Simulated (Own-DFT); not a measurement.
Simulation results for Al3GaN4 (wurtzite random alloy, strained, atoms displaced)

All values are calculated (Own-DFT development build). A calculation, not a measurement: plane-wave density functional theory by an unreviewed code, no spin, of a simulated periodic cell, stress positive in tension, run twice, with PBE and with PBEsol, both on files made for PBE, so the change isn't that of files made for PBEsol, forces on such cells passed a denser k mesh, this cell's mesh not checked; the far tail of each file's local potential was reset to the Coulomb form; each entry is a single point on an unrelaxed cell, so the pressure reflects the starting lattice, mostly measured values (interpolated for alloys), from which strain is counted, and rises with the displacements; printed positions are rounded, which can move forces by about a meV/angstrom; the program, named Own-DFT, is a retired in-house code; no spin-orbit coupling; stress was not checked against mesh or cutoff.

Entry: Al3GaN4 (wurtzite random alloy, strained, atoms displaced)

```
Al3GaN4
1.0
      9.6286     0.0000     0.0000
     -4.8143     8.3386     0.0000
      0.0000     0.0000    10.0655
Al N Ga Al N Al N Al N Ga Al N Ga N Al N Al N Ga Al N Al N Al Ga N Al N Al Ga N Al Ga N Al N Ga Al N Al N Al N
2 2 1 1 2 2 2 2 2 1 1 2 2 2 2 2 2 2 1 1 2 2 2 1 1 2 2 2 1 1 2 1 1 2 2 2 1 1 2 2 2 2 2
Direct
  0.10547 0.21961 0.99867
  0.21796 0.12699 0.25110
  0.11695 0.23066 0.19014
  0.22315 0.10930 0.44007
  0.10948 0.21544 0.49832
  0.21598 0.10346 0.75600
  0.11919 0.22579 0.69388
  0.22581 0.09799 0.94057
  0.11011 0.55730 0.00473
  0.21643 0.44064 0.25093
  0.10614 0.55008 0.18502
  0.20612 0.44125 0.43295
  0.10550 0.54916 0.49765
  0.22703 0.43299 0.74793
  0.11617 0.55509 0.69042
  0.22213 0.44443 0.93645
  0.10771 0.89621 0.00211
  0.21812 0.77664 0.25659
  0.13015 0.89899 0.19001
  0.21339 0.77899 0.43937
  0.10296 0.88389 0.49927
  0.23842 0.78989 0.75238
  0.11426 0.88712 0.68590
  0.22027 0.78308 0.94960
  0.45057 0.21848 0.99601
  0.56492 0.11371 0.25102
  0.44541 0.22784 0.19506
  0.55721 0.11473 0.43341
  0.45007 0.22413 0.50112
  0.55927 0.11390 0.74354
  0.44476 0.22470 0.69638
  0.56039 0.11827 0.94453
  0.44713 0.55676 0.00739
  0.54965 0.44545 0.24449
  0.44433 0.56074 0.18975
  0.55081 0.43855 0.43603
  0.44283 0.56444 0.49372
  0.55854 0.44834 0.75051
  0.44857 0.54871 0.68639
  0.55952 0.45097 0.94233
  0.43597 0.88450 0.00639
  0.55728 0.77983 0.25301
  0.44704 0.88819 0.19414
  0.55563 0.78252 0.44118
  0.43685 0.87577 0.49646
  0.55432 0.77692 0.75618
  0.44854 0.89077 0.69151
  0.53831 0.76656 0.94455
  0.78341 0.21499 0.99775
  0.88943 0.12156 0.24871
  0.77066 0.20918 0.18099
  0.88557 0.10794 0.43713
  0.77510 0.22160 0.50792
  0.89121 0.10167 0.74700
  0.77738 0.22914 0.68870
  0.89074 0.11441 0.93244
  0.77728 0.55375 0.99413
  0.89373 0.45311 0.24512
  0.78208 0.56739 0.18525
  0.89535 0.44332 0.43556
  0.78401 0.55652 0.49754
  0.88419 0.44041 0.75072
  0.77642 0.54949 0.68117
  0.89700 0.44602 0.94355
  0.77667 0.88941 0.00635
  0.89218 0.77557 0.24658
  0.77711 0.88442 0.19361
  0.89533 0.78150 0.45311
  0.77583 0.89619 0.49666
  0.89942 0.77819 0.75251
  0.77102 0.88276 0.67967
  0.89814 0.77518 0.94601
```

- functional: PBE, then PBEsol
- potential files: PseudoDojo norm-conserving, scalar-relativistic, standard set
- wave cutoff: 42 hartree
- occupations: Fermi-Dirac
- smearing width: 0.1 eV
- k mesh: 4 x 4 x 3 centred on Gamma
- PBE pressure: -2.75 GPa
- PBE stress xx: 6.03 GPa
- PBE stress yy: 6.18 GPa
- PBE stress zz: -3.95 GPa
- PBE stress yz: 0.01 GPa
- PBE stress xz: -0.13 GPa
- PBE stress xy: -0.03 GPa
- PBEsol pressure: -5.7 GPa
- PBEsol stress xx: 8.94 GPa
- PBEsol stress yy: 9.08 GPa
- PBEsol stress zz: -0.91 GPa
- PBEsol stress yz: 0 GPa
- PBEsol stress xz: -0.13 GPa
- PBEsol stress xy: -0.01 GPa
- rms change of force components from PBE to PBEsol: 0.072 eV/Å

Force:
```
force element  PBE force x (eV/Å)  PBE force y (eV/Å)  PBE force z (eV/Å)  PBEsol force x (eV/Å)  PBEsol force y (eV/Å)  PBEsol force z (eV/Å)
           Al                1.29               1.007              -0.521                  1.297                  0.981                 -0.524
           Al               3.089              -1.902               0.165                  3.068                 -1.913                  0.153
            N               -0.89              -0.402              -1.046                 -1.033                  -0.46                 -0.999
            N               0.309               0.756              -0.233                  0.177                  0.677                 -0.124
           Ga               0.047               0.563               0.199                  0.038                  0.539                  0.197
           Al                1.14               0.559               -1.25                  1.135                   0.54                 -1.273
            N               0.046              -1.779              -0.138                 -0.086                 -1.873                  -0.25
            N              -1.294               3.766              -0.414                   -1.3                  3.537                 -0.309
           Al               0.709               0.347              -2.051                  0.722                  0.357                 -2.071
           Al               0.017                1.42               -1.01                  0.013                  1.424                 -1.037
            N               0.464               0.709               1.692                  0.474                  0.715                  1.711
            N               1.899                0.71               0.859                  1.905                  0.556                  0.921
           Al              -0.128               1.031               1.019                 -0.144                  1.059                  1.021
           Al              -1.016                2.51                0.33                 -1.011                  2.534                  0.313
            N              -0.143               -0.69              -0.239                 -0.134                 -0.566                 -0.174
            N              -0.324              -0.875               0.781                 -0.214                 -0.795                  0.839
           Ga                1.88                -1.6               1.053                  1.867                 -1.567                  1.031
           Al               0.709                0.43              -1.597                  0.721                  0.403                 -1.618
            N              -2.234               -0.17               1.712                 -2.228                 -0.152                  1.535
            N               2.248              -1.361               0.409                  2.068                 -1.271                  0.494
           Ga               1.575               1.717              -0.055                  1.542                  1.657                 -0.026
           Ga              -1.519              -2.059               0.586                 -1.496                 -2.006                  0.567
            N              -0.748               0.727               2.124                 -0.603                  0.651                  1.972
            N               1.065              -0.925              -0.425                  0.908                 -0.838                 -0.514
           Al               -1.12               0.817               1.033                 -1.144                  0.825                  1.025
           Al               -1.88              -0.477              -0.886                 -1.875                 -0.484                 -0.901
            N                0.16              -0.378              -1.114                   0.16                 -0.401                  -1.09
            N               0.556              -0.632               2.087                  0.554                 -0.643                  2.098
           Al              -0.805              -0.207              -0.312                 -0.801                 -0.215                 -0.301
           Al              -0.621               0.051               1.141                  -0.62                  0.036                  1.141
            N               0.169              -0.518              -0.439                  0.153                 -0.509                 -0.414
            N               1.175              -1.404              -1.035                  1.187                  -1.41                 -1.024
           Ga              -0.794              -1.194              -1.599                 -0.783                 -1.137                 -1.557
           Al               0.985               0.107               0.539                  1.002                  0.141                  0.513
            N              -0.311              -1.364               2.342                 -0.315                 -1.197                  2.191
            N              -0.647               1.072              -0.037                  -0.54                  1.132                  0.011
           Al               0.871              -1.825               0.541                  0.863                 -1.831                  0.521
           Al               0.288              -0.516              -0.442                  0.292                 -0.514                 -0.449
            N              -1.108               1.116              -0.012                 -1.103                  1.119                 -0.013
            N               0.844              -1.072              -0.576                  0.685                 -0.999                 -0.501
           Al               0.195               0.716              -0.215                  0.207                  0.727                 -0.236
           Ga              -0.256               0.004                -0.9                 -0.258                  0.015                 -0.882
            N              -1.111               0.398               0.205                 -0.969                  0.312                  0.281
            N               0.234              -0.541               0.956                  0.251                 -0.531                  0.775
           Al              -1.024               1.835               0.161                 -1.044                  1.843                  0.154
           Al               0.079              -0.746              -0.876                  0.074                 -0.755                 -0.879
            N               1.531               0.773              -0.957                  1.366                  0.677                 -0.887
            N               1.327               2.925              -0.653                  1.325                  2.716                 -0.555
           Al              -1.745               1.226              -0.707                  -1.73                  1.228                 -0.732
           Ga               0.866               -1.23               0.061                  0.832                 -1.203                  0.085
            N              -0.324               2.187               0.543                 -0.149                  2.108                  0.618
            N              -0.775                0.45               1.351                 -0.644                  0.554                  1.214
           Al               0.114               0.247              -2.229                  0.125                  0.248                  -2.25
           Ga              -0.661               0.748              -1.144                 -0.642                   0.74                 -1.094
            N               0.336               -0.95                0.68                  0.439                 -1.005                  0.742
            N               0.657              -1.474               2.191                  0.668                 -1.483                   1.98
           Al               0.695              -0.015               0.702                  0.703                 -0.015                  0.698
           Al               -0.73              -0.934              -0.153                 -0.744                 -0.953                 -0.166
            N               0.209              -1.632               0.431                  0.193                 -1.636                  0.423
            N              -0.617              -0.873              -0.297                 -0.743                 -0.809                 -0.239
           Ga              -0.842              -0.524              -1.181                 -0.812                 -0.499                 -1.115
           Al               1.214               1.295               0.048                  1.219                  1.304                  0.042
            N               0.141               0.574               3.417                  0.139                  0.578                  3.198
            N              -1.193              -0.738              -0.388                  -1.19                 -0.745                 -0.367
           Al              -0.097              -0.703              -0.868                 -0.103                 -0.699                 -0.893
           Al                0.38               1.299                0.82                  0.398                  1.314                  0.829
            N               1.076                 0.7              -0.475                  0.921                  0.742                 -0.353
            N              -3.227               -0.57              -2.912                 -3.026                 -0.621                 -2.781
           Al               0.955              -1.246              -0.412                  0.963                 -1.246                 -0.448
           Al              -0.737              -0.725              -0.936                 -0.738                 -0.717                  -0.95
            N               0.539              -0.274               2.116                   0.55                 -0.137                  2.162
            N              -3.159              -0.268              -1.556                  -2.98                 -0.155                 -1.457
```
